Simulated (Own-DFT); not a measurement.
# A change of arrangement and its cost: Ga48P48, 96 atoms

All numbers below are calculated, not measured. They come from Own-DFT, an in-house plane-wave density functional program, since retired, whose code no person has reviewed. Each row is one single-point run on a periodic cell that was not relaxed, without spin or spin-orbit coupling.

Settings of every run: PBE; PseudoDojo norm-conserving scalar-relativistic files; cutoff 42 hartree; 2 x 3 x 3 k mesh centred on Gamma; Fermi-Dirac smearing of 0.1 eV.

Known limits, some of them of some rows only: not probed for a lower state with spin; forces on such cells failed a check on a denser k mesh; forces on such cells passed a denser k mesh, each cell not checked; stress not checked against mesh or cutoff.

All cells hold the same atoms in the same cell, with vectors in Å (16.352, 0.000, 0.000); (0.000, 10.901, 0.000); (0.000, 0.000, 10.901). Every atom was moved at random from its ideal site; u is the rms move along one axis. The defect's site can differ from row to row. E is the free energy of the cell above the lowest run. The arrangements:

- A: zincblende GaP
- B: zincblende GaP, with one Ga on a P site and one P on a Ga site, 2.4 Å apart

| arrangement | u (Å) | E (eV) | P (GPa) |
|---|---|---|---|
| A | 0.0192 | 0.005 | 2.72 |
| A | 0.0197 | 0.001 | 2.71 |
| A | 0.0202 | 0.000 | 2.72 |
| A | 0.0495 | 3.315 | 3.23 |
| A | 0.0510 | 4.193 | 3.40 |
| A | 0.0529 | 4.159 | 3.33 |
| B | 0.0292 | 3.895 | 2.94 |
| B | 0.0297 | 3.787 | 2.90 |
| B | 0.0326 | 4.547 | 3.03 |
| B | 0.0482 | 5.950 | 3.21 |
| B | 0.0484 | 5.739 | 3.20 |
| B | 0.0493 | 6.416 | 3.27 |

Question: once the cost of the random moves is taken out, how do the arrangements rank?

## Worked answer

Fit E = a + b u², with one b for all and one a for each arrangement, and with residuals divided by u², since the noise grows with the moves. Then b = 1641 eV/Å², the scatter at u = 0.04 Å is 0.28 eV, and against A:

- B: 3.09 ± 0.11 eV (higher)

These are energies of unrelaxed cells. Relaxing the atoms lowers the strained arrangements most, so the gaps would shrink and small ones could change sign.
